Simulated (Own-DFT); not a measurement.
## Calculated data, Hf36O71 (tetragonal hafnia with one neutral oxygen vacancy, atoms displaced)

A calculation, not a measurement: plane-wave PBE and HSE06 DFT by an unreviewed code, no spin, of a simulated cell at Gamma alone, so results move with cell size and shape, stress positive in tension, energies less offsets, not probed for a lower state with spin; hafnium file: forces about 75 meV/angstrom off all-electron values; oxygen file: force components 24 meV/angstrom off all-electron in a glass; k mesh not checked against a denser one; forces and stress are PBE's, HSE06 gives the energy alone, and its difference from PBE has offsets of its own; offsets are fitted by least squares, one for each functional and potential file, so energies compare only between cells with the same atoms and settings and are not formation energies; the far tail of each file's local potential was reset to the Coulomb form; each entry is a single point on an unrelaxed cell, so the pressure reflects the starting lattice, taken from the Materials Project, from which strain is counted, and rises with the displacements; printed positions are rounded, which can move forces by about a meV/angstrom; the program is a retired in-house code; no spin-orbit coupling. Program: Own-DFT development build.

Settings shared by all entries: first functional PBE; second functional HSE06; exact exchange share 0.25; screening 0.11 1/bohr; exchange divergence Gygi-Baldereschi; potential files PseudoDojo norm-conserving, scalar-relativistic, made for PBE, standard set; wave cutoff 48 hartree; occupations fixed; k mesh 1 x 1 x 1 centred on Gamma.

```yaml
- entry: 1
  formula: Hf36O71
  kind: "tetragonal hafnia with one neutral oxygen vacancy, atoms displaced"
  structure:
    cell_angstrom: [[10.78, 0.0, 0.0], [0.0, 10.78, 0.0], [0.0, 0.0, 10.4493]]
    atoms_fractional:
      - [Hf, 0.00427, 0.0037, 0.99581]
      - [Hf, 0.1626, 0.17088, 0.24684]
      - [O, 0.0085, 0.16944, 0.1487]
      - [O, 0.16836, 0.99732, 0.34681]
      - [O, 0.99863, 0.15964, 0.4014]
      - [O, 0.17073, 0.00353, 0.10323]
      - [Hf, 0.99554, 0.99052, 0.50296]
      - [Hf, 0.16016, 0.16686, 0.75028]
      - [O, 0.00312, 0.16614, 0.64605]
      - [O, 0.16096, 0.00191, 0.84876]
      - [O, 0.99168, 0.16851, 0.90225]
      - [O, 0.16632, 0.00038, 0.59344]
      - [Hf, 0.00251, 0.32677, 0.991]
      - [Hf, 0.16442, 0.49783, 0.24975]
      - [O, 0.00287, 0.49777, 0.14879]
      - [O, 0.16291, 0.33664, 0.35576]
      - [O, 0.99987, 0.50812, 0.39877]
      - [O, 0.1642, 0.34036, 0.10999]
      - [Hf, 0.99791, 0.32577, 0.50975]
      - [Hf, 0.16583, 0.49964, 0.75175]
      - [O, 0.99168, 0.49612, 0.64957]
      - [O, 0.16468, 0.32676, 0.85143]
      - [O, 0.99818, 0.49444, 0.90189]
      - [O, 0.16406, 0.33647, 0.60417]
      - [Hf, 0.99906, 0.66702, 0.99879]
      - [Hf, 0.16597, 0.83928, 0.25551]
      - [O, 0.00203, 0.82481, 0.15704]
      - [O, 0.15997, 0.66586, 0.34819]
      - [O, 0.99017, 0.83413, 0.39968]
      - [Hf, 0.99327, 0.67346, 0.50114]
      - [Hf, 0.16839, 0.83313, 0.74706]
      - [O, 0.00163, 0.82541, 0.64644]
      - [O, 0.16447, 0.66877, 0.85018]
      - [O, 0.00091, 0.83605, 0.90938]
      - [O, 0.16392, 0.67289, 0.6012]
      - [Hf, 0.3306, 0.00619, 0.00363]
      - [Hf, 0.50429, 0.16443, 0.25038]
      - [O, 0.32786, 0.16029, 0.1548]
      - [O, 0.49544, 0.0067, 0.34743]
      - [O, 0.32353, 0.16578, 0.40256]
      - [O, 0.49889, 0.99755, 0.09856]
      - [Hf, 0.34315, 0.99643, 0.4974]
      - [Hf, 0.49865, 0.15442, 0.74835]
      - [O, 0.3284, 0.16673, 0.65164]
      - [O, 0.49788, 0.99189, 0.84967]
      - [O, 0.32967, 0.17646, 0.90531]
      - [O, 0.49794, 0.00629, 0.59466]
      - [Hf, 0.33383, 0.33174, 0.00192]
      - [Hf, 0.49437, 0.50077, 0.2539]
      - [O, 0.3269, 0.49946, 0.15998]
      - [O, 0.49535, 0.32701, 0.34713]
      - [O, 0.33261, 0.49925, 0.40657]
      - [O, 0.49557, 0.33195, 0.10316]
      - [Hf, 0.33209, 0.33122, 0.50458]
      - [Hf, 0.50494, 0.49802, 0.75802]
      - [O, 0.33033, 0.4985, 0.64806]
      - [O, 0.50191, 0.33104, 0.8445]
      - [O, 0.3321, 0.49066, 0.90102]
      - [O, 0.50266, 0.33918, 0.59152]
      - [Hf, 0.33927, 0.66459, 0.99601]
      - [Hf, 0.49801, 0.83346, 0.24842]
      - [O, 0.33263, 0.83235, 0.15307]
      - [O, 0.49947, 0.67506, 0.3469]
      - [O, 0.33034, 0.82756, 0.40117]
      - [O, 0.49853, 0.6652, 0.09284]
      - [Hf, 0.33519, 0.67112, 0.49947]
      - [Hf, 0.50083, 0.82878, 0.75285]
      - [O, 0.33777, 0.83459, 0.65079]
      - [O, 0.50042, 0.66223, 0.8394]
      - [O, 0.33539, 0.83391, 0.90967]
      - [O, 0.49987, 0.66279, 0.59973]
      - [Hf, 0.65811, 0.00402, 0.99945]
      - [Hf, 0.83007, 0.1629, 0.23746]
      - [O, 0.66844, 0.17255, 0.16092]
      - [O, 0.83981, 0.01384, 0.33875]
      - [O, 0.65135, 0.17464, 0.40341]
      - [O, 0.82909, 0.00655, 0.10255]
      - [Hf, 0.66394, 0.9976, 0.49304]
      - [Hf, 0.83568, 0.16739, 0.74658]
      - [O, 0.67216, 0.16548, 0.655]
      - [O, 0.83654, 0.99901, 0.84251]
      - [O, 0.67494, 0.16979, 0.90221]
      - [O, 0.83018, 0.9936, 0.59862]
      - [Hf, 0.66781, 0.33371, 0.9972]
      - [Hf, 0.83022, 0.50402, 0.25215]
      - [O, 0.66708, 0.49813, 0.15743]
      - [O, 0.84003, 0.33156, 0.34036]
      - [O, 0.66203, 0.50537, 0.40111]
      - [O, 0.82968, 0.33546, 0.09444]
      - [Hf, 0.66402, 0.32746, 0.49692]
      - [Hf, 0.83407, 0.49528, 0.75009]
      - [O, 0.6636, 0.50532, 0.65427]
      - [O, 0.824, 0.33277, 0.84704]
      - [O, 0.66448, 0.49917, 0.89932]
      - [O, 0.82763, 0.33562, 0.59409]
      - [Hf, 0.6646, 0.66331, 0.99998]
      - [Hf, 0.83123, 0.83295, 0.25466]
      - [O, 0.65918, 0.83243, 0.15595]
      - [O, 0.83531, 0.66353, 0.34442]
      - [O, 0.67165, 0.83695, 0.40128]
      - [O, 0.82769, 0.66336, 0.1013]
      - [Hf, 0.67478, 0.66897, 0.50872]
      - [Hf, 0.83192, 0.83092, 0.76009]
      - [O, 0.66268, 0.83905, 0.65067]
      - [O, 0.83473, 0.66342, 0.84865]
      - [O, 0.66956, 0.83255, 0.89312]
      - [O, 0.84135, 0.6717, 0.60017]
  results:
    "PBE_energy_of_cell_above_offsets [eV]": "-97.458"
    "HSE06_less_PBE_above_offsets [eV]": "0.048"
    "PBE_pressure [GPa]": 2.11
    "PBE_stress_xx [GPa]": -1.32
    "PBE_stress_yy [GPa]": -2.45
    "PBE_stress_zz [GPa]": -2.54
    "PBE_stress_yz [GPa]": -0.36
    "PBE_stress_xz [GPa]": -0.55
    "PBE_stress_xy [GPa]": -0.05
    force_element: [Hf, Hf, O, O, O, O, Hf, Hf, O, O, O, O, Hf, Hf, O, O, O, O, Hf, Hf, O, O, O, O, Hf, Hf, O, O, O, Hf, Hf, O, O, O, O, Hf, Hf, O, O, O, O, Hf, Hf, O, O, O, O, Hf, Hf, O, O, O, O, Hf, Hf, O, O, O, O, Hf, Hf, O, O, O, O, Hf, Hf, O, O, O, O, Hf, Hf, O, O, O, O, Hf, Hf, O, O, O, O, Hf, Hf, O, O, O, O, Hf, Hf, O, O, O, O, Hf, Hf, O, O, O, O, Hf, Hf, O, O, O, O]
    "force_x [eV/angstrom]": [-0.319, 0.885, -2.155, -0.27, 0.496, -1.26, 0.992, 1.535, -1.226, 0.15, 0.097, 0.199, 0.013, -1.568, -0.961, -0.022, -0.523, 0.604, 0.593, 0.204, 1.207, -0.672, 0.026, -0.051, 0.859, 0.378, -0.702, 0.646, -0.335, 2.853, -0.182, -0.243, 0.044, -0.432, 0.56, -0.354, -1.875, 1.366, 0.295, 0.619, 0.149, -3.336, -0.097, 0.882, 0.278, 0.584, 1.483, -0.604, 0.354, 1.649, -0.159, 0.701, 0.589, -0.419, -1.12, 0.058, 0.221, 0.023, -0.253, -2.531, -0.995, 0.018, -0.043, 0.383, 0.561, -0.637, -0.022, -0.219, -0.184, -0.034, 0.483, 1.572, 3.164, -1.94, -1.301, 0.711, 0.175, 0.854, -0.584, -1.289, 0.158, -0.888, -0.017, -0.266, 1.657, -1.41, -0.653, 0.187, 0.716, -0.16, -0.374, 1.349, 0.622, -0.206, 0.364, 0.909, 0.528, 1.23, -0.676, 0.277, 0.129, -1.553, 0.097, 0.308, -0.043, -0.197, -2.683]
    "force_y [eV/angstrom]": [-0.582, 0.274, -0.344, 0.493, 0.518, -0.513, 1.811, 0.046, 0.214, 0.06, -1.244, -0.57, 2.569, 0.173, 1.079, -0.698, -1.046, -1.069, 1.078, -0.063, -0.022, 0.71, 0.543, -0.258, -0.966, -1.727, 0.127, 1.176, 0.27, -1.991, -0.534, 1.244, -0.293, -0.142, -0.294, -0.418, 1.975, 0.169, -2.199, -0.28, 0.707, 1.066, 1.967, -0.107, 1.668, -2.59, 0.168, 0.829, -0.57, 0.799, 1.271, 0.508, 0.042, 0.499, -1.197, 0.094, -1.193, 1.38, -0.639, -0.042, -0.098, -0.197, -0.861, 1.671, -0.21, -2.2, -0.798, 0.196, 1.131, 0.116, 0.719, -0.784, 2.561, -0.505, -2.949, -2.849, -0.602, 1.132, -0.338, -0.188, 0.45, -1.63, 0.248, 0.624, -1.846, 0.145, -0.129, -0.42, -0.461, 2.484, 0.335, 0.36, -0.173, 0.308, -0.446, 0.059, 0.11, 0.19, 1.867, -0.298, 0.562, -1.139, 0.192, -0.409, 0.032, 0.116, -0.002]
    "force_z [eV/angstrom]": [1.449, 2.534, -1.259, 0.191, 0.797, -1.095, -0.708, -0.985, 0.766, 0.262, -1.391, 0.517, 3.055, 1.261, -0.153, -0.093, 1.162, -1.704, -3.175, -0.939, 0.612, 0.134, -0.541, 0.421, 1.386, -0.69, -0.443, -0.654, -0.186, -1.482, -0.561, 1.474, -0.168, -0.828, -0.071, 0.391, 0.01, -0.562, 0.59, 0.639, -0.235, -0.934, -0.449, 0.851, 0.167, -0.7, 0.844, 1.535, 0.64, -1.116, -0.243, -0.256, -0.88, -0.831, -2.635, 1.473, 0.242, 0.035, 0.788, 0.678, 0.103, 0.037, -0.067, -0.053, 0.291, 0.479, -0.877, 0.418, 1.715, -0.795, -0.532, -0.092, 1.022, -2.015, 1.692, -0.369, -1.706, 1.177, 0.198, -0.166, 0.6, 0.419, -0.633, 0.994, -0.365, -0.91, 0.452, 0.735, -0.929, -0.042, -0.213, -0.009, -0.403, 0.66, 0.787, 0.466, -0.971, -0.787, 1.3, 0.0, -0.72, -0.548, -1.504, -0.096, 0.2, 1.376, 0.736]
- entry: 2
  formula: Hf36O71
  kind: "tetragonal hafnia with one neutral oxygen vacancy, atoms displaced"
  structure:
    cell_angstrom: [[10.78, 0.0, 0.0], [0.0, 10.78, 0.0], [0.0, 0.0, 10.4493]]
    atoms_fractional:
      - [Hf, 0.00718, 0.99874, 0.99509]
      - [Hf, 0.16462, 0.16951, 0.24513]
      - [O, 0.00671, 0.16462, 0.14885]
      - [O, 0.16534, 0.99963, 0.34064]
      - [O, 0.00371, 0.16312, 0.39947]
      - [O, 0.17755, 0.00996, 0.09856]
      - [Hf, 0.99399, 0.99873, 0.49376]
      - [Hf, 0.17276, 0.16306, 0.74994]
      - [O, 0.98856, 0.17922, 0.65128]
      - [O, 0.17343, 0.00774, 0.84534]
      - [O, 0.00597, 0.16042, 0.90313]
      - [O, 0.169, 0.00374, 0.60479]
      - [Hf, 0.00896, 0.32947, 0.00188]
      - [Hf, 0.16697, 0.48688, 0.25366]
      - [O, 0.00409, 0.49792, 0.1577]
      - [O, 0.16843, 0.33479, 0.35337]
      - [O, 0.99898, 0.49966, 0.39928]
      - [O, 0.16905, 0.33071, 0.09684]
      - [Hf, 0.9942, 0.33883, 0.50487]
      - [Hf, 0.16355, 0.50035, 0.74626]
      - [O, 0.99373, 0.49982, 0.64742]
      - [O, 0.16049, 0.33185, 0.85058]
      - [O, 0.99766, 0.4981, 0.89]
      - [O, 0.16837, 0.32701, 0.59918]
      - [Hf, 0.99965, 0.6671, 0.99539]
      - [Hf, 0.16124, 0.83192, 0.24172]
      - [O, 0.9976, 0.83638, 0.15617]
      - [O, 0.16925, 0.66077, 0.3456]
      - [O, 0.99709, 0.83312, 0.40802]
      - [O, 0.1699, 0.66826, 0.09591]
      - [Hf, 0.00989, 0.66774, 0.50441]
      - [Hf, 0.1697, 0.82791, 0.75226]
      - [O, 0.00058, 0.84095, 0.65421]
      - [O, 0.169, 0.66752, 0.85147]
      - [O, 0.00054, 0.83688, 0.89324]
      - [O, 0.1745, 0.65841, 0.59622]
      - [Hf, 0.32771, 0.00352, 0.99388]
      - [Hf, 0.49771, 0.15437, 0.25461]
      - [O, 0.33931, 0.16829, 0.14977]
      - [O, 0.50393, 0.99343, 0.33666]
      - [O, 0.33403, 0.16908, 0.40438]
      - [O, 0.51236, 0.99798, 0.10038]
      - [Hf, 0.32636, 0.99169, 0.49602]
      - [Hf, 0.50056, 0.17231, 0.75435]
      - [O, 0.33151, 0.17617, 0.65139]
      - [O, 0.49973, 0.00233, 0.84745]
      - [O, 0.33679, 0.1702, 0.90194]
      - [Hf, 0.33562, 0.34158, 0.99752]
      - [Hf, 0.50223, 0.49789, 0.24617]
      - [O, 0.3238, 0.50521, 0.14987]
      - [O, 0.49563, 0.33103, 0.34359]
      - [O, 0.3327, 0.50137, 0.40816]
      - [O, 0.50328, 0.33828, 0.09514]
      - [Hf, 0.33173, 0.33453, 0.49691]
      - [Hf, 0.49614, 0.49593, 0.75176]
      - [O, 0.33609, 0.49747, 0.64868]
      - [O, 0.50067, 0.34114, 0.84747]
      - [O, 0.32929, 0.49807, 0.90596]
      - [O, 0.49724, 0.32896, 0.60505]
      - [Hf, 0.32592, 0.67158, 0.00814]
      - [Hf, 0.50221, 0.83359, 0.25046]
      - [O, 0.32826, 0.83446, 0.16534]
      - [O, 0.49769, 0.67258, 0.34487]
      - [O, 0.33062, 0.83587, 0.41003]
      - [O, 0.49936, 0.66093, 0.09448]
      - [Hf, 0.33398, 0.66487, 0.4974]
      - [Hf, 0.49763, 0.8341, 0.75694]
      - [O, 0.3309, 0.83235, 0.65456]
      - [O, 0.49783, 0.66196, 0.84721]
      - [O, 0.33455, 0.84142, 0.90245]
      - [O, 0.50023, 0.66927, 0.59973]
      - [Hf, 0.66505, 0.0043, 0.99309]
      - [Hf, 0.84702, 0.16758, 0.24724]
      - [O, 0.66793, 0.15566, 0.15633]
      - [O, 0.83587, 0.9941, 0.34295]
      - [O, 0.66841, 0.17166, 0.41141]
      - [O, 0.84316, 0.99425, 0.10418]
      - [Hf, 0.66199, 0.00104, 0.50284]
      - [Hf, 0.84244, 0.15753, 0.7517]
      - [O, 0.66628, 0.16319, 0.64715]
      - [O, 0.83535, 0.00346, 0.84715]
      - [O, 0.66319, 0.16756, 0.90534]
      - [O, 0.83474, 0.99567, 0.59651]
      - [Hf, 0.66499, 0.33443, 0.99888]
      - [Hf, 0.83833, 0.50571, 0.25766]
      - [O, 0.6633, 0.50102, 0.15408]
      - [O, 0.83609, 0.33187, 0.35199]
      - [O, 0.66132, 0.49737, 0.4067]
      - [O, 0.8331, 0.34447, 0.11252]
      - [Hf, 0.66744, 0.32874, 0.50257]
      - [Hf, 0.83506, 0.49078, 0.75167]
      - [O, 0.66245, 0.49893, 0.65599]
      - [O, 0.83047, 0.33395, 0.84601]
      - [O, 0.66398, 0.50019, 0.90215]
      - [O, 0.83117, 0.33546, 0.59566]
      - [Hf, 0.6684, 0.66262, 2.0e-05]
      - [Hf, 0.83612, 0.83303, 0.24795]
      - [O, 0.67518, 0.8308, 0.15829]
      - [O, 0.83198, 0.66062, 0.35073]
      - [O, 0.66263, 0.83348, 0.40238]
      - [O, 0.83241, 0.66332, 0.09624]
      - [Hf, 0.66747, 0.65067, 0.50028]
      - [Hf, 0.83396, 0.82709, 0.74045]
      - [O, 0.67245, 0.83434, 0.65267]
      - [O, 0.82815, 0.6681, 0.84053]
      - [O, 0.66498, 0.83326, 0.90085]
      - [O, 0.8219, 0.66627, 0.60074]
  results:
    "PBE_energy_of_cell_above_offsets [eV]": "-96.708"
    "HSE06_less_PBE_above_offsets [eV]": "0.029"
    "PBE_pressure [GPa]": 2.87
    "PBE_stress_xx [GPa]": -1.57
    "PBE_stress_yy [GPa]": -3.66
    "PBE_stress_zz [GPa]": -3.38
    "PBE_stress_yz [GPa]": 0.81
    "PBE_stress_xz [GPa]": 1.07
    "PBE_stress_xy [GPa]": -0.01
    force_element: [Hf, Hf, O, O, O, O, Hf, Hf, O, O, O, O, Hf, Hf, O, O, O, O, Hf, Hf, O, O, O, O, Hf, Hf, O, O, O, O, Hf, Hf, O, O, O, O, Hf, Hf, O, O, O, O, Hf, Hf, O, O, O, Hf, Hf, O, O, O, O, Hf, Hf, O, O, O, O, Hf, Hf, O, O, O, O, Hf, Hf, O, O, O, O, Hf, Hf, O, O, O, O, Hf, Hf, O, O, O, O, Hf, Hf, O, O, O, O, Hf, Hf, O, O, O, O, Hf, Hf, O, O, O, O, Hf, Hf, O, O, O, O]
    "force_x [eV/angstrom]": [-1.469, 2.232, -0.545, -0.048, -0.211, -2.197, 0.494, -0.369, 2.585, -0.021, -0.513, -0.995, -1.628, 0.059, 0.155, -0.166, 0.199, 0.024, 0.486, 0.888, 1.446, 0.073, 0.337, -1.127, -0.632, 0.71, 1.395, -0.617, 0.561, -2.755, -1.794, -0.249, 1.391, -0.224, 0.615, -1.697, 2.576, 0.748, -0.599, -0.372, -0.034, -2.404, 0.505, -0.117, 0.858, 0.113, -0.158, 0.739, -0.574, 1.264, 0.052, 0.056, -0.722, 0.996, 0.602, -1.235, -0.107, -0.415, 0.575, 2.759, 1.61, 0.809, -0.334, -0.168, -0.459, 2.222, 1.452, 0.09, -0.329, -0.419, -0.27, 1.065, -2.54, 0.905, 0.4, -0.289, -0.111, -0.068, -2.479, 0.155, 0.086, -0.202, -0.066, 0.947, -0.57, 0.996, 0.315, -0.016, 0.527, -1.158, -1.693, 0.5, 0.256, 0.56, -0.199, -0.879, -1.799, -1.249, 0.091, 0.217, 1.542, -1.329, -1.116, -2.009, 0.794, -0.194, 2.916]
    "force_y [eV/angstrom]": [-0.33, -0.814, 0.616, -0.167, 0.98, -0.784, 0.239, 1.782, -0.573, -2.48, 1.121, 0.088, 0.68, 2.207, 0.29, -1.257, 0.546, -0.05, -1.205, -1.164, 0.261, 0.46, 0.587, 1.071, -0.382, -0.409, -0.656, 0.958, -1.08, 0.794, -0.326, 1.749, -1.325, -0.476, -0.824, 0.388, 1.173, 2.104, -0.059, 0.806, -1.49, -0.417, 2.23, -0.045, -0.859, 0.185, 0.363, -1.323, 0.219, -0.579, 0.278, -0.305, 0.311, -0.765, 1.912, 0.061, -1.747, 1.387, 0.175, -0.782, -1.094, -0.267, -1.711, -1.269, 0.551, 0.293, -1.05, 0.341, 0.782, -1.435, -0.097, -1.072, -0.316, 0.774, 1.542, -1.843, 0.68, -1.074, 1.226, -0.385, -1.357, 0.775, 0.583, 0.421, -2.181, 0.363, 0.208, -1.36, -1.325, 0.369, 1.46, -0.189, -1.661, -0.381, 0.669, 0.788, 0.018, -0.471, 1.584, -0.232, -0.246, 3.36, 0.675, 1.09, -0.916, -0.045, 0.085]
    "force_z [eV/angstrom]": [0.938, 1.381, -0.824, 0.159, -0.207, -0.279, 0.74, -1.672, -0.38, 1.185, -0.009, -0.957, -0.591, 0.047, -1.153, -0.252, 0.797, 0.673, -0.493, 0.154, -0.293, -0.192, 1.475, -0.053, -0.061, 2.351, -1.751, 0.131, -0.414, 0.227, -1.021, -0.486, -0.729, -0.37, 1.316, 1.152, 0.769, -1.135, 0.354, 2.595, -0.481, -0.832, 1.375, -1.491, 0.853, -0.447, -0.298, 0.827, 0.367, 0.26, 0.109, -1.104, -0.208, 1.087, -1.218, 0.823, 1.229, -0.799, -0.831, -1.188, -0.764, -1.663, 0.157, -0.907, 0.089, -0.003, -1.097, 0.156, 0.119, 0.229, -0.559, 1.615, 0.422, 0.221, 0.843, -1.215, -1.662, 0.023, -0.371, 1.434, 0.56, -0.669, -0.175, 1.098, -1.368, 0.217, 0.149, -1.32, -2.0, 0.585, -0.401, -0.143, 0.859, 0.312, 0.616, -0.328, 1.019, -0.839, 0.359, 0.637, -0.207, 0.694, 0.731, 0.194, 1.124, 0.442, -0.356]
```
